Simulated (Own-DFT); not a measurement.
# Strain and stress in grey tin, 32 atoms (Sn32)

All numbers below are calculated, not measured. The program, named Own-DFT, is a retired in-house plane-wave density functional code that no person has reviewed. Each row is one single-point run on a periodic cell that was not relaxed, without spin or spin-orbit coupling.

Settings of every run: PBE; PseudoDojo norm-conserving scalar-relativistic files; cutoff 42 hartree; 3 x 3 x 5 k mesh centred on Gamma; cold (Marzari-Vanderbilt) smearing of 0.2 eV.

Known limits: forces on such cells failed a check on a denser k mesh; stress not checked against mesh or cutoff.

Unstrained cell vectors in Å: (12.978, 0.000, 0.000); (0.000, 12.978, 0.000); (0.000, 0.000, 6.489). The unstrained cell has measured lattice constants (interpolated for alloys), not those of this functional. That, the random moves and any unrelaxed bonds set the pressure at no strain. Each run strains this cell uniformly, with the atoms carried along. Every atom was also moved at random, by a Gaussian of width 0.05 Å on each axis. Strain is the symmetric tensor, in per cent. Stress is positive in tension, and the pressure is minus a third of its trace.

| run | e_xx (%) | e_yy (%) | e_zz (%) | s_xx (GPa) | s_yy (GPa) | s_zz (GPa) | P (GPa) | E (meV/atom) |
|---|---|---|---|---|---|---|---|---|
| 1 | -1.00 | -1.00 | 0.00 | -4.80 | -4.79 | -4.37 | 4.65 | 40.5 |
| 2 | 2.50 | 2.50 | 0.00 | -1.11 | -1.17 | -1.76 | 1.35 | 7.9 |
| 3 | -2.50 | -2.50 | 0.00 | -6.89 | -6.88 | -6.08 | 6.61 | 86.8 |
| 4 | 0.75 | 0.75 | 0.00 | -2.77 | -2.73 | -2.94 | 2.81 | 12.4 |
| 5 | -0.50 | -0.50 | 0.00 | -4.21 | -4.18 | -4.09 | 4.16 | 37.3 |
| 6 | 1.25 | 1.25 | 0.00 | -2.25 | -2.30 | -2.64 | 2.40 | 14.7 |
| 7 | 3.00 | 3.00 | 0.00 | -0.62 | -0.62 | -1.43 | 0.89 | 0.0 |
| 8 | 1.75 | 1.75 | 0.00 | -1.88 | -1.80 | -2.42 | 2.03 | 18.9 |
| 9 | 0.25 | 0.25 | 0.00 | ? | ? | ? | ? | ? |

E is the free energy for each atom above the lowest run shown.

## Worked fit

The change of volume is close to e_xx + e_yy + e_zz. A straight line through the runs shown gives P = 3.80 - 51 x (fractional change of volume) GPa, with an error of 2 on the slope and a scatter of 0.20 GPa. The strain isn't the same on all axes, but the crystal is cubic, so the slope still estimates the bulk modulus, averaged over pressures from 0.9 to 6.6 GPa.

## Withheld run

Question: what pressure should run 9 give? Its volume changes by 0.50 %.

The line gives 3.5 GPa. The calculation gave 3.25 GPa.
